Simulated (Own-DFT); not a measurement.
# Strain and stress in wurtzite AlN, 128 atoms (Al64N64)

Everything here is calculated. The program is Own-DFT (plane waves, in-house, since retired, never reviewed by a person); positions were held fixed, and spin and spin-orbit coupling were off.

Method: PBE; PseudoDojo norm-conserving scalar-relativistic files; cutoff 42 hartree; 2 x 2 x 2 k mesh centred on Gamma; Fermi-Dirac smearing of 0.1 eV.

Keep in mind: forces on such cells passed a denser k mesh, each cell not checked; stress not checked against mesh or cutoff.

Unstrained cell vectors in Å: (12.448, 0.000, 0.000); (-6.224, 10.780, 0.000); (0.000, 0.000, 9.964). The unstrained cell has measured lattice constants (interpolated for alloys), not those of this functional. That, the random moves and any unrelaxed bonds set the pressure at no strain. Each run strains this cell uniformly, with the atoms carried along. Each coordinate of each atom was shifted by a normal deviate of width 0.05 Å. Strains are tensor components in per cent; tension counts as positive stress, and P is minus the mean normal stress.

| run | e_xx (%) | e_yy (%) | e_zz (%) | e_yz (%) | e_xz (%) | e_xy (%) | s_xx (GPa) | s_yy (GPa) | s_zz (GPa) | s_yz (GPa) | s_xz (GPa) | s_xy (GPa) | P (GPa) | E (meV/atom) |
|---|---|---|---|---|---|---|---|---|---|---|---|---|---|---|
| 1 | -0.18 | -1.28 | 1.74 | -1.57 | 0.40 | 0.09 | -7.56 | -12.20 | 1.73 | -3.68 | 1.27 | 1.78 | 6.01 | 19.0 |
| 2 | -0.79 | -1.98 | 0.60 | -1.80 | 0.10 | 1.06 | -12.20 | -15.88 | -4.18 | -3.83 | 0.52 | 1.87 | 10.75 | 21.4 |
| 3 | -0.41 | -0.78 | 0.03 | 0.42 | 0.14 | -0.15 | -8.66 | -10.61 | -5.18 | 1.10 | 1.10 | -0.78 | 8.15 | 3.1 |
| 4 | -0.64 | 0.35 | -0.82 | 1.58 | -1.50 | -1.31 | -9.40 | -5.28 | -8.55 | 3.81 | -4.08 | -4.13 | 7.74 | 0.0 |
| 5 | -1.41 | -0.90 | 0.83 | -1.43 | 1.77 | -0.55 | -13.79 | -8.89 | -4.05 | -3.20 | 4.86 | -1.73 | 8.91 | 11.7 |
| 6 | -1.70 | 0.32 | -1.02 | -0.73 | 1.71 | 1.62 | -14.35 | -7.42 | -11.10 | -1.97 | 3.90 | 5.25 | 10.96 | 25.8 |
| 7 | 0.45 | -0.69 | 0.65 | 0.41 | 1.86 | -1.95 | -3.67 | -8.30 | -2.89 | 1.47 | 5.14 | -7.05 | 4.96 | 8.1 |
| 8 | 0.89 | -1.20 | -1.44 | -1.19 | -0.13 | -0.18 | -4.57 | -12.48 | -11.75 | -2.83 | 0.01 | -1.25 | 9.60 | 17.9 |
| 9 | 0.16 | -0.44 | -1.80 | 1.31 | -0.47 | -0.73 | -6.87 | -8.67 | -16.27 | 3.75 | -1.28 | -3.70 | 10.60 | 28.0 |
| 10 | -1.00 | -0.40 | -0.56 | 0.55 | 0.77 | 0.89 | -11.58 | -11.02 | -9.10 | 2.38 | 2.15 | 4.44 | 10.57 | 24.2 |
| 11 | 0.52 | -0.73 | -0.25 | -1.25 | -0.97 | -0.13 | -4.38 | -9.71 | -5.75 | -3.21 | -2.64 | -0.88 | 6.61 | 7.1 |
| 12 | 1.75 | 1.67 | 0.48 | -1.81 | 1.61 | -0.35 | 2.69 | 3.69 | -0.38 | -4.22 | 4.14 | -0.46 | -2.00 | 6.5 |
| 13 | -0.74 | 1.40 | 0.36 | 1.00 | 1.04 | -1.64 | -7.36 | -1.21 | -3.49 | 3.66 | 2.75 | -7.47 | 4.02 | 11.1 |
| 14 | -1.40 | 1.51 | -1.66 | -1.43 | -0.93 | -1.68 | -10.95 | -2.58 | -14.88 | -3.80 | -2.48 | -5.69 | 9.47 | 32.4 |
| 15 | 1.26 | 0.15 | -1.38 | 1.77 | 1.92 | 0.02 | -1.94 | -3.34 | -11.43 | 4.38 | 5.20 | 0.10 | 5.57 | 12.7 |
| 16 | 0.98 | -1.97 | -1.13 | 0.69 | -1.13 | 1.13 | -3.42 | -16.48 | -12.57 | 2.09 | -3.22 | 3.81 | 10.82 | 32.2 |
| 17 | 0.89 | 0.18 | -0.55 | 0.34 | 1.49 | 1.41 | ? | ? | ? | ? | ? | ? | ? | ? |

The last column gives the free energy per atom over the lowest of the runs shown.

## Worked fit

Least squares on the runs shown: each stress against a constant and the strains, taken as fractions with shears doubled. Shear strains stay in the fit of a normal stress only where such slopes are resolved. The slopes, in GPa:

| stress | at no strain | per e_xx | per e_yy | per e_zz | scatter |
|---|---|---|---|---|---|
| s_xx | -6.3 | 443 ± 17 | 100 ± 16 | 42 ± 17 | 0.69 |
| s_yy | -6.3 | 107 ± 30 | 470 ± 28 | 70 ± 30 | 1.19 |
| s_zz | -5.5 | 83 ± 24 | 68 ± 23 | 503 ± 25 | 0.97 |

The slope of each shear stress on twice its own strain, from a fit on all six strains: yz 131 ± 5, xz 134 ± 4, xy 186 ± 18 GPa. These are stiffnesses along x, y and z of the frame in which the cell vectors are given, with the crystal's c axis along z: C11, C12, C13 and C33. Hexagonal symmetry asks that xx and yy behave alike, which is a second check on the noise. The atoms are held to the strained lattice; where symmetry lets them move under strain, relaxing them would lower some slopes. Slopes across the diagonal should nearly agree, so their difference gauges the noise. A ninth of the table's sum, 210 ± 5 GPa, estimates the bulk modulus near the mean pressure of these runs, 7.7 GPa, so it lies above the value at zero pressure.

## Withheld run

Q: what normal stresses and pressure should run 17 give?

The fitted form gives s_xx = -2.4, s_yy = -4.9, s_zz = -7.4 and P = 4.9 GPa. Computed: -2.60, -4.88, -5.91 and P = 4.46 GPa.
